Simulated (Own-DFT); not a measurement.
# One host, several defects: zincblende GaAs

No measurement is shown. These are fixed-geometry runs of a retired plane-wave code named Own-DFT, which no person has reviewed; spin and spin-orbit coupling are neglected.

Common settings: PBE; PseudoDojo norm-conserving scalar-relativistic files; cutoff 42 hartree; 3 x 3 x 3 k mesh centred on Gamma; Fermi-Dirac smearing of 0.1 eV.

Known weak points (not all hold for every row): not probed for a lower state with spin; forces on such cells failed a check on a denser k mesh; forces not confirmed at this smearing and k mesh; forces on such cells passed a denser k mesh, each cell not checked; stress not checked against mesh or cutoff.

All runs share one cell, with vectors in Å (11.307, 0.000, 0.000); (0.000, 11.307, 0.000); (0.000, 0.000, 11.307) and a volume of 1445.4 Å³. u is the rms random offset of the atoms per axis. The defect's site can differ from row to row.

```
                                        cell     formula   u (Å)  P (GPa)
                                   no defect    As32Ga32  0.0197     3.51
                                   no defect    As32Ga32  0.0495     3.94
                                   no defect    As32Ga32  0.0511     4.00
                            two Ga vacancies    As32Ga30  0.0291     2.88
                            two Ga vacancies    As32Ga30  0.0297     2.91
                            two Ga vacancies    As32Ga30  0.0316     2.95
                         one In on a Ga site  As32Ga31In  0.0288     4.28
                         one In on a Ga site  As32Ga31In  0.0296     4.28
                         one In on a Ga site  As32Ga31In  0.0451     4.55
                            two As vacancies    As30Ga32  0.0281     3.21
                            two As vacancies    As30Ga32  0.0314        ?
                            two As vacancies    As30Ga32  0.0490     3.53
                            two As vacancies    As30Ga32  0.0533     3.75
one As on a Ga site and one Ga on an As site    As32Ga32  0.0296     3.90
one As on a Ga site and one Ga on an As site    As32Ga32  0.0469     4.23
one As on a Ga site and one Ga on an As site    As32Ga32  0.0486     4.26
```

## Worked fit

P = P0 + c u² + a shift for each defect gives P0 = 3.40 GPa, c = 231 ± 11 GPa/Å² and a scatter of 0.03 GPa. The shifts, and each times the cell's volume:

- one In on a Ga site: 0.68 ± 0.03 GPa, 6.2 eV
- one As on a Ga site and one Ga on an As site: 0.32 ± 0.03 GPa, 2.8 eV
- two As vacancies: -0.36 ± 0.03 GPa, -3.3 eV (-1.6 eV for each of its 2 sites)
- two Ga vacancies: -0.69 ± 0.03 GPa, -6.2 eV (-3.1 eV for each of its 2 sites)

A positive shift means that the defect pushes the cell outwards. Shift times volume (160.2 GPa Å³ is 1 eV) depends little on the cell's size, so, taken for each site, it can be compared between cells at like pressure. The atoms around the defects weren't relaxed, which would change these numbers.

## Check

The question: what pressure belongs in the blank (two As vacancies, u = 0.0314 Å)?

From the fit: 3.26 ± 0.04 GPa. The calculation gave 3.26 GPa.
